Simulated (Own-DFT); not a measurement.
# Energy and forces against displacement in rutile TiO2, 72 atoms (O48Ti24)

These are calculations, not measurements. They come from Own-DFT, an in-house plane-wave density functional program, since retired, whose code no person has reviewed. Each row is one single-point run on a periodic cell that was not relaxed, without spin or spin-orbit coupling.

Settings of every run: PBE; PseudoDojo norm-conserving scalar-relativistic files; cutoff 72 hartree; 3 x 3 x 3 k mesh centred on Gamma; Fermi-Dirac smearing of 0.1 eV.

Known limits, some of them of some rows only: some atoms lie very close together; oxygen file: force components 24 meV/angstrom off all-electron in a glass; forces on such cells passed a denser k mesh, each cell not checked; stress not checked against mesh or cutoff.

Cell vectors in Å: (9.187, 0.000, 0.000); (0.000, 9.187, 0.000); (0.000, 0.000, 8.876). In each run every atom was moved at random and independently from its ideal site; u is the rms move along one axis. E is the free energy for each atom above the fitted value at u = 0, and F the rms of the force components.

```
run,u (Å),E (meV/atom),F (eV/Å),largest force (eV/Å),P (GPa)
1,0.0206,9.2,0.351,1.32,4.81
2,0.0210,10.4,0.394,1.61,4.88
3,0.0444,39.6,0.836,3.03,6.31
4,0.0493,?,?,?,?
5,0.0772,121.3,1.591,8.04,9.77
6,0.0791,163.8,2.131,12.41,11.18
7,0.0812,137.6,1.702,10.41,10.52
8,0.1251,365.7,3.359,20.59,18.81
9,0.1585,557.0,3.934,17.28,24.72
```

## Worked fit

For small independent moves the energy grows as E = (3/2) K u², with K the mean stiffness felt by one atom. The runs with u up to 0.11 Å give K = 14.7 ± 1.0 eV/Å², with residuals divided by u² + 0.0006 Å², since the noise grows with the moves. The scatter is 7.0 meV/atom at u = 0.05 Å. The forces follow F = G u with G = 20.8 eV/Å²; no force at u = 0 is resolved. G exceeds K because the moves of its neighbours add to the force on an atom, and stiffness differs between atoms. At u = 0.158 Å the parabola gives 555 meV/atom and the run 557. The pressure follows P = 4.42 + 969 u² GPa: at fixed volume, shortened bonds push harder than stretched ones pull.

## Withheld run

Question: what energy and rms force should run 4 give?

The fit gives 54 ± 8 meV/atom and about 1.03 eV/Å. The calculation gave 48.0 meV/atom and 0.915 eV/Å.
